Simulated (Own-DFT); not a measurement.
# Response to strain: wurtzite AlGaN with randomly placed atoms, 72 atoms (Al27Ga9N36)

All numbers below are calculated, not measured. The program, named Own-DFT, is a retired in-house plane-wave density functional code that no person has reviewed. Each row is one single-point run on a periodic cell that was not relaxed, without spin or spin-orbit coupling.

Settings of every run: PBE; PseudoDojo norm-conserving scalar-relativistic files (stringent for Ga); cutoff 96 hartree; 4 x 4 x 3 k mesh centred on Gamma; Gaussian smearing of 0.01 eV.

Known limits: forces on such cells passed a denser k mesh, each cell not checked; stress not checked against mesh or cutoff.

Unstrained cell vectors in Å: (9.394, 0.000, 0.000); (-4.697, 8.135, 0.000); (0.000, 0.000, 10.065). The unstrained cell has measured lattice constants (interpolated for alloys), not those of this functional. That, the random moves and any unrelaxed bonds set the pressure at no strain. Each run strains this cell uniformly, with the atoms carried along. Every atom was also moved at random, by a Gaussian of width 0.05 Å on each axis. The random placing of the alloy's atoms differs from row to row. Strain is the symmetric tensor, in per cent. Stress is positive in tension, and the pressure is minus a third of its trace.

```
run,e_xx (%),e_yy (%),e_zz (%),s_xx (GPa),s_yy (GPa),s_zz (GPa),P (GPa),E (meV/atom)
1,0.00,0.00,1.25,-5.13,-5.32,-0.98,3.81,4.1
2,0.00,0.00,1.50,-5.79,-5.71,1.42,3.36,8.5
3,0.00,0.00,-0.75,-5.42,-8.20,-11.52,8.38,29.6
4,0.00,0.00,2.75,-3.00,-6.53,5.15,1.46,17.0
5,0.00,0.00,2.00,-6.60,-2.31,2.12,2.26,0.0
6,0.00,0.00,-0.50,-6.85,-6.35,-9.53,7.58,15.3
7,0.00,0.00,0.25,-8.51,-4.63,-4.95,6.03,16.6
8,0.00,0.00,-1.25,-8.51,-6.43,-13.14,9.36,34.0
9,0.00,0.00,0.50,?,?,?,?,?
```

E is the free energy for each atom above the lowest run shown.

## Worked fit

The change of volume is close to e_xx + e_yy + e_zz. A straight line through the runs shown gives P = 6.63 - 206 x (fractional change of volume) GPa, with an error of 7 on the slope and a scatter of 0.28 GPa. The strain isn't the same on all axes and the cell isn't cubic, so the slope belongs to this path and is not the bulk modulus.

## Withheld run

Question: what pressure should run 9 give? Its volume changes by 0.50 %.

The line gives 5.6 GPa. The calculation gave 5.59 GPa.
